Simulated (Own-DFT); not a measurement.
# Shaking the atoms of hexagonal WC, 64 atoms (C32W32)

All numbers below are calculated, not measured. The program, named Own-DFT, is a retired in-house plane-wave density functional code that no person has reviewed. Each row is one single-point run on a periodic cell that was not relaxed, without spin or spin-orbit coupling.

Settings of every run: PBE; PseudoDojo norm-conserving scalar-relativistic files; cutoff 50 hartree; 4 x 4 x 4 k mesh centred on Gamma; cold (Marzari-Vanderbilt) smearing of 0.2 eV.

Known limits, some of them of some rows only: some atoms lie very close together; forces on such cells moved up to 12 meV/angstrom on a denser k mesh; stress not checked against mesh or cutoff.

Cell vectors in Å: (5.833, -5.052, -2.839); (0.000, -5.052, 8.518); (-5.833, -5.052, -2.839). In each run every atom was moved at random and independently from its ideal site; u is the rms move along one axis. E is the free energy for each atom above the fitted value at u = 0, and F the rms of the force components.

```
run   u (Å)  E (meV/atom)  F (eV/Å)  largest force (eV/Å)  P (GPa)
  1  0.0198          15.7     0.555                  2.20     3.30
  2  0.0200          14.8     0.528                  2.04     3.26
  3  0.0201             ?         ?                     ?        ?
  4  0.0502          93.2     1.373                  5.36     6.42
  5  0.0515         105.2     1.518                  5.83     6.78
  6  0.1029         408.2     3.099                 13.53    19.13
  7  0.1123         458.8     3.148                 10.52    21.23
  8  0.1448         827.6     4.523                 15.91    35.88
```

## Worked fit

For small independent moves the energy grows as E = (3/2) K u², with K the mean stiffness felt by one atom. The runs with u up to 0.11 Å give K = 25.6 ± 0.5 eV/Å², with residuals divided by u² + 0.0006 Å², since the noise grows with the moves. The scatter is 3.3 meV/atom at u = 0.05 Å. The forces follow F = G u with G = 28.3 eV/Å²; no force at u = 0 is resolved. G exceeds K because the moves of its neighbours add to the force on an atom, and stiffness differs between atoms. At u = 0.145 Å the parabola gives 806 meV/atom and the run 828. The pressure follows P = 2.62 + 1558 u² GPa: at fixed volume, shortened bonds push harder than stretched ones pull.

## Withheld run

Question: what energy and rms force should run 3 give?

The fit gives 15 ± 1 meV/atom and about 0.57 eV/Å. The calculation gave 16.3 meV/atom and 0.564 eV/Å.
